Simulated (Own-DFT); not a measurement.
# Two functionals across a range of volumes: C40 NbSi2, 36 atoms (Nb12Si24)

Calculated, not measured: single-point runs of Own-DFT, a retired in-house plane-wave DFT program that no person has reviewed, on unrelaxed cells, without spin or spin-orbit coupling.

Limits: forces on such cells failed a check on a denser k mesh; stress not checked against mesh or cutoff.

Each geometry was run with PBE and with PBEsol, otherwise alike: PseudoDojo norm-conserving scalar-relativistic files made for PBE; cutoff 42 hartree; 4 x 4 x 5 k mesh centred on Gamma; cold (Marzari-Vanderbilt) smearing of 0.2 eV. Unstrained cell vectors in Å: (0.000, 8.324, 0.000); (-9.613, 0.000, 0.000); (0.000, 0.000, 6.586). Each has a uniform strain, of which the change of volume is shown, and random moves of rms u per axis.

```
run,volume change (%),u (Å),P with PBE (GPa),P with PBEsol (GPa)
1,2.75,0.0428,-2.41,-5.95
2,2.91,0.0519,-2.39,-5.91
3,-2.36,0.0484,7.06,3.30
4,-2.79,0.0455,7.89,4.11
5,2.37,0.0545,-0.83,-4.38
6,2.67,0.0535,-1.45,-5.00
7,-2.85,0.0541,8.64,4.84
8,-1.56,0.0490,5.91,2.18
9,-3.29,0.0558,9.88,6.07
10,-1.28,0.0471,5.44,1.73
11,-0.88,0.0541,4.93,?
```

The question: by how much does PBEsol shrink this cell, and what belongs in the blank?

## Worked answer

Write v for the change of volume as a fraction. Fitted to v and u², the PBE pressure has a slope of -185 ± 2 GPa in v, with the ions held to the strained lattice. The difference PBEsol less PBE is -3.66 + 4.5 v GPa (slope ± 0.1) and averages -3.67 GPa. Divided by the mean slope of the two, 183 GPa, that makes PBEsol's volume at a given pressure, near 2 GPa, about 2.0 % smaller, or 0.67 % in lengths. At one volume PBEsol's slope is the smaller by 4 GPa, but its pressure there is lower too. If stiffness rises by about 4 GPa for each GPa, PBEsol at equal pressure is stiffer by about 10 GPa. Files made for PBEsol would give a different shift.

For run 11 the line gives 1.23 GPa. Computed: 1.24 GPa.
